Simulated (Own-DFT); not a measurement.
# Point defects and the pressure they add: C40 NbSi2

Calculated, not measured: single-point runs of Own-DFT, a retired in-house plane-wave DFT program that no person has reviewed, on unrelaxed cells, without spin or spin-orbit coupling.

Method: PBE; PseudoDojo norm-conserving scalar-relativistic files; cutoff 42 hartree; 4 x 4 x 5 k mesh centred on Gamma; cold (Marzari-Vanderbilt) smearing of 0.2 eV.

Caveats: forces on such cells failed a check on a denser k mesh; stress not checked against mesh or cutoff.

All runs share one cell, with vectors in Å (0.000, 8.324, 0.000); (-9.613, 0.000, 0.000); (0.000, 0.000, 6.586) and a volume of 527.0 Å³. The atoms are randomly displaced, by u rms on each axis. The defect's site can differ from row to row.

| cell | formula | u (Å) | P (GPa) |
|---|---|---|---|
| no defect | Nb12Si24 | 0.0181 | 1.45 |
| no defect | Nb12Si24 | 0.0198 | 1.48 |
| no defect | Nb12Si24 | 0.0484 | 2.39 |
| two Nb vacancies | Nb10Si24 | 0.0308 | -0.01 |
| two Nb vacancies | Nb10Si24 | 0.0515 | 1.02 |
| two Nb vacancies | Nb10Si24 | 0.0552 | 0.86 |
| one Si vacancy | Nb12Si23 | 0.0266 | 0.89 |
| one Si vacancy | Nb12Si23 | 0.0526 | 1.53 |
| one Si vacancy | Nb12Si23 | 0.0533 | 1.80 |
| two Nb on a Si site each | Nb14Si22 | 0.0284 | 7.55 |
| two Nb on a Si site each | Nb14Si22 | 0.0319 | 7.57 |
| two Nb on a Si site each | Nb14Si22 | 0.0465 | 8.09 |
| two Si on a Nb site each | Nb10Si26 | 0.0292 | 1.76 |
| two Si on a Nb site each | Nb10Si26 | 0.0319 | ? |
| two Si on a Nb site each | Nb10Si26 | 0.0467 | 2.27 |
| two Si on a Nb site each | Nb10Si26 | 0.0537 | 2.67 |

## Working it out

P = P0 + c u² + a shift for each defect gives P0 = 1.33 GPa, c = 432 ± 34 GPa/Å² and a scatter of 0.11 GPa. The shifts, and each times the cell's volume:

- two Nb on a Si site each: 5.83 ± 0.09 GPa, 19.2 eV (9.6 eV for each of its 2 sites)
- two Si on a Nb site each: 0.05 ± 0.10 GPa, 0.2 eV (0.1 eV for each of its 2 sites) (not resolved)
- one Si vacancy: -0.84 ± 0.10 GPa, -2.7 eV
- two Nb vacancies: -1.67 ± 0.10 GPa, -5.5 eV (-2.7 eV for each of its 2 sites)

A positive shift means that the defect pushes the cell outwards. Shift times volume (160.2 GPa Å³ is 1 eV) depends little on the cell's size, so, taken for each site, it can be compared between cells at like pressure. The atoms around the defects weren't relaxed, which would change these numbers.

## Check

Question: what pressure belongs in the blank (two Si on a Nb site each, u = 0.0319 Å)?

The fitted form gives 1.82 ± 0.14 GPa. The hidden result is 1.85 GPa.
